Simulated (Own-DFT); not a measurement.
# Energy and forces against displacement in beta-Si3N4, 112 atoms (N64Si48)

Calculated results; nothing here was measured. The program, named Own-DFT, is a retired in-house plane-wave density functional code that no person has reviewed. Each row is one single-point run on a periodic cell that was not relaxed, without spin or spin-orbit coupling.

Settings of every run: PBE; PseudoDojo norm-conserving scalar-relativistic files; cutoff 42 hartree; 2 x 2 x 4 k mesh centred on Gamma; Fermi-Dirac smearing of 0.1 eV.

Known limits, some of them of some rows only: some atoms lie very close together; forces on such cells moved up to 12 meV/angstrom on a denser k mesh; stress not checked against mesh or cutoff.

Cell vectors in Å: (15.212, 0.000, 0.000); (-7.606, 13.174, 0.000); (0.000, 0.000, 5.818). In each run every atom was moved at random and independently from its ideal site; u is the rms move along one axis. E is the free energy for each atom above the fitted value at u = 0, and F the rms of the force components.

| run | u (Å) | E (meV/atom) | F (eV/Å) | largest force (eV/Å) | P (GPa) |
|---|---|---|---|---|---|
| 1 | 0.0193 | 20.7 | 0.869 | 3.20 | 5.53 |
| 2 | 0.0197 | 18.4 | 0.788 | 2.80 | 5.54 |
| 3 | 0.0204 | 22.3 | 0.879 | 2.86 | 5.62 |
| 4 | 0.0489 | 109.9 | 1.945 | 7.11 | 7.66 |
| 5 | 0.0503 | 131.2 | 2.272 | 8.98 | 8.34 |
| 6 | 0.0933 | ? | ? | ? | ? |
| 7 | 0.0994 | 471.9 | 4.876 | 27.27 | 18.49 |
| 8 | 0.1008 | 587.7 | 6.325 | 38.05 | 20.96 |
| 9 | 0.1470 | 1121.0 | 8.945 | 50.32 | 35.81 |

## Worked fit

For small independent moves the energy grows as E = (3/2) K u², with K the mean stiffness felt by one atom. The runs with u up to 0.11 Å give K = 34.2 ± 1.6 eV/Å², with residuals divided by u² + 0.0006 Å², since the noise grows with the moves. The scatter is 11.9 meV/atom at u = 0.05 Å. The forces follow F = G u with G = 47.0 eV/Å²; no force at u = 0 is resolved. G exceeds K because the moves of its neighbours add to the force on an atom, and stiffness differs between atoms. At u = 0.147 Å the parabola gives 1108 meV/atom and the run 1121. The pressure follows P = 4.75 + 1488 u² GPa: at fixed volume, shortened bonds push harder than stretched ones pull.

## Withheld run

Question: what energy and rms force should run 6 give?

The fit gives 446 ± 42 meV/atom and about 4.38 eV/Å. The calculation gave 377.3 meV/atom and 3.752 eV/Å.
